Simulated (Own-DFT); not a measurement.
# Strain and stress in diamond-structure GeSn with randomly placed atoms, 64 atoms (Ge60Sn4)

These are calculations, not measurements. The program, named Own-DFT, is a retired in-house plane-wave density functional code that no person has reviewed. Each row is one single-point run on a periodic cell that was not relaxed, without spin or spin-orbit coupling.

Settings of every run: PBE; PseudoDojo norm-conserving scalar-relativistic files; cutoff 49 hartree; 3 x 3 x 3 k mesh centred on Gamma; Fermi-Dirac smearing of 0.1 eV.

Known limits: forces on such cells moved up to 12 meV/angstrom on a denser k mesh; stress not checked against mesh or cutoff.

Unstrained cell vectors in Å: (11.420, 0.000, 0.000); (0.000, 11.420, 0.000); (0.000, 0.000, 11.420). The unstrained cell has measured lattice constants (interpolated for alloys), not those of this functional. That, the random moves and any unrelaxed bonds set the pressure at no strain. Each run strains this cell uniformly, with the atoms carried along. Every atom was also moved at random, by a Gaussian of width 0.05 Å on each axis. The random placing of the alloy's atoms differs from row to row. Strain is the symmetric tensor, in per cent. Stress is positive in tension, and the pressure is minus a third of its trace.

| run | e_xx (%) | e_yy (%) | e_zz (%) | s_xx (GPa) | s_yy (GPa) | s_zz (GPa) | P (GPa) | E (meV/atom) |
|---|---|---|---|---|---|---|---|---|
| 1 | 3.00 | 3.00 | 0.00 | -0.50 | -0.49 | -1.70 | 0.90 | 10.4 |
| 2 | 0.50 | 0.50 | 0.00 | -3.90 | -3.87 | -4.28 | 4.02 | 14.8 |
| 3 | -1.50 | -1.50 | 0.00 | -7.64 | -7.54 | -6.59 | 7.26 | 48.4 |
| 4 | 1.75 | 1.75 | 0.00 | -2.01 | -1.82 | -2.89 | 2.24 | 0.0 |
| 5 | -2.75 | -2.75 | 0.00 | -10.29 | -10.13 | -8.46 | 9.63 | 85.0 |
| 6 | 2.00 | 2.00 | 0.00 | -1.73 | -1.84 | -2.84 | 2.13 | 12.3 |
| 7 | -0.25 | -0.25 | 0.00 | -5.05 | -5.04 | -4.90 | 4.99 | 13.1 |
| 8 | 1.25 | 1.25 | 0.00 | -2.80 | -2.76 | -3.55 | 3.04 | 10.5 |
| 9 | 0.25 | 0.25 | 0.00 | ? | ? | ? | ? | ? |

E is the free energy for each atom above the lowest run shown.

## Worked fit

The change of volume is close to e_xx + e_yy + e_zz. A straight line through the runs shown gives P = 5.06 - 76 x (fractional change of volume) GPa, with an error of 3 on the slope and a scatter of 0.35 GPa. The strain isn't the same on all axes, but the crystal is cubic, so the slope still estimates the bulk modulus, averaged over pressures from 0.9 to 9.6 GPa.

## Withheld run

Question: what pressure should run 9 give? Its volume changes by 0.50 %.

The line gives 4.7 GPa. The calculation gave 4.39 GPa.
